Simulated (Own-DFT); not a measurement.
# How strain changes the stress of C40 NbSi2, 36 atoms (Nb12Si24)

All numbers below are calculated, not measured. The program, named Own-DFT, is a retired in-house plane-wave density functional code that no person has reviewed. Each row is one single-point run on a periodic cell that was not relaxed, without spin or spin-orbit coupling.

Settings of every run: PBEsol; PseudoDojo norm-conserving scalar-relativistic files, made for PBE; cutoff 42 hartree; 4 x 4 x 5 k mesh centred on Gamma; cold (Marzari-Vanderbilt) smearing of 0.2 eV.

Known limits: forces on such cells failed a check on a denser k mesh; stress not checked against mesh or cutoff.

Unstrained cell vectors in Å: (0.000, 8.324, 0.000); (-9.613, 0.000, 0.000); (0.000, 0.000, 6.586). The unstrained cell was taken from the Materials Project. The random moves and any unrelaxed bonds add to the pressure at no strain. Each run strains this cell uniformly, with the atoms carried along. Every atom was also moved at random, by a Gaussian of width 0.05 Å on each axis. Strain is the symmetric tensor, in per cent. Stress is positive in tension, and the pressure is minus a third of its trace.

| run | e_xx (%) | e_yy (%) | e_zz (%) | e_yz (%) | e_xz (%) | e_xy (%) | s_xx (GPa) | s_yy (GPa) | s_zz (GPa) | s_yz (GPa) | s_xz (GPa) | s_xy (GPa) | P (GPa) | E (meV/atom) |
|---|---|---|---|---|---|---|---|---|---|---|---|---|---|---|
| 1 | -1.14 | 0.12 | -1.79 | -1.07 | -0.18 | 0.13 | -4.18 | -0.49 | -10.92 | -3.85 | -0.23 | 1.15 | 5.20 | 23.0 |
| 2 | -0.45 | -0.56 | -0.29 | -0.98 | -0.81 | 1.03 | -1.60 | -1.38 | -2.98 | -3.74 | -2.97 | 3.38 | 1.99 | 19.7 |
| 3 | 1.20 | -1.35 | 1.90 | 0.99 | -0.32 | -0.93 | 6.57 | -1.08 | 8.27 | 2.91 | -0.46 | -2.90 | -4.59 | 0.0 |
| 4 | -1.98 | 1.46 | -1.43 | 1.22 | -1.84 | 0.21 | -6.68 | 3.92 | -8.91 | 4.09 | -6.40 | 0.58 | 3.89 | 38.9 |
| 5 | -1.05 | 1.62 | -0.33 | 1.13 | 0.30 | 1.86 | -1.65 | 5.99 | -0.91 | 3.20 | 0.95 | 5.78 | -1.14 | 7.2 |
| 6 | 0.23 | 1.50 | -1.71 | -1.52 | -0.49 | -1.72 | 1.96 | 4.84 | -6.61 | -4.49 | -1.52 | -5.00 | -0.06 | 18.7 |
| 7 | 1.40 | 1.51 | -1.59 | 1.50 | -0.92 | 1.10 | 6.19 | 5.68 | -5.61 | 4.97 | -2.95 | 2.95 | -2.09 | 25.8 |
| 8 | 0.99 | -0.19 | 1.40 | 0.29 | -1.90 | 1.97 | 5.27 | 2.08 | 6.56 | 1.30 | -4.59 | 5.03 | -4.64 | 20.1 |
| 9 | 1.52 | 1.86 | 0.99 | 0.26 | 1.17 | 0.39 | 8.38 | 9.17 | 6.18 | 1.29 | 2.59 | 0.93 | -7.91 | 22.6 |
| 10 | -0.29 | 0.11 | -0.40 | -1.13 | 0.43 | -1.00 | 0.38 | 1.20 | -2.11 | -3.86 | 1.31 | -2.51 | 0.18 | 3.2 |
| 11 | -1.61 | -1.71 | -1.89 | -0.42 | 0.38 | -1.38 | -9.38 | -7.41 | -12.75 | -2.05 | 1.24 | -5.06 | 9.85 | 26.6 |
| 12 | 0.90 | -1.42 | 0.84 | 1.46 | 1.32 | 2.00 | 3.58 | -2.47 | 3.14 | 4.55 | 3.40 | 5.50 | -1.42 | 16.7 |
| 13 | 1.77 | 1.95 | -0.36 | -0.62 | 1.65 | -0.64 | 8.23 | 8.56 | 1.02 | -1.76 | 5.00 | -1.50 | -5.94 | 21.2 |
| 14 | 0.00 | 1.52 | 1.60 | -1.79 | -1.16 | -0.18 | 3.72 | 7.60 | 7.77 | -5.16 | -3.31 | -0.59 | -6.36 | 13.7 |
| 15 | -1.76 | -0.10 | 1.04 | 0.81 | 1.89 | 1.88 | -4.85 | 0.61 | 2.28 | 1.66 | 5.60 | 5.86 | 0.65 | 23.7 |
| 16 | 0.79 | 1.60 | 1.96 | -1.72 | -1.06 | 1.72 | ? | ? | ? | ? | ? | ? | ? | ? |

E is the free energy for each atom above the lowest run shown.

## Worked fit

Each stress component was fitted by least squares to a constant and the strains of the runs shown, as fractions, with shears doubled. Shear strains stay in the fit of a normal stress only where such slopes are resolved. The slopes, in GPa:

```
stress  at no strain  per e_xx  per e_yy  per e_zz  scatter
  s_xx           0.9  369 ± 14   89 ± 13   91 ± 14     0.61
  s_yy           1.1    55 ± 3   344 ± 3    85 ± 3     0.13
  s_zz          -0.7  101 ± 14   82 ± 13  467 ± 13     0.59
```

Each shear stress against twice its own strain: yz 160 ± 4, xz 144 ± 7, xy 151 ± 7 GPa. These are stiffnesses along x, y and z of the frame in which the cell vectors are given, which need not be the crystal's axes. The atoms are held to the strained lattice; where symmetry lets them move under strain, relaxing them would lower some slopes. The table should be nearly symmetric about its diagonal, and what it lacks of that shows the noise. A ninth of its sum, 187 ± 6 GPa, estimates the bulk modulus near the mean pressure of these runs, -0.8 GPa.

## Withheld run

Question: what normal stresses and pressure should run 16 give?

The fit gives s_xx = 7.0, s_yy = 8.7, s_zz = 10.5 and P = -8.8 GPa. The calculation gave 6.35, 8.77, 9.09 and P = -8.07 GPa.
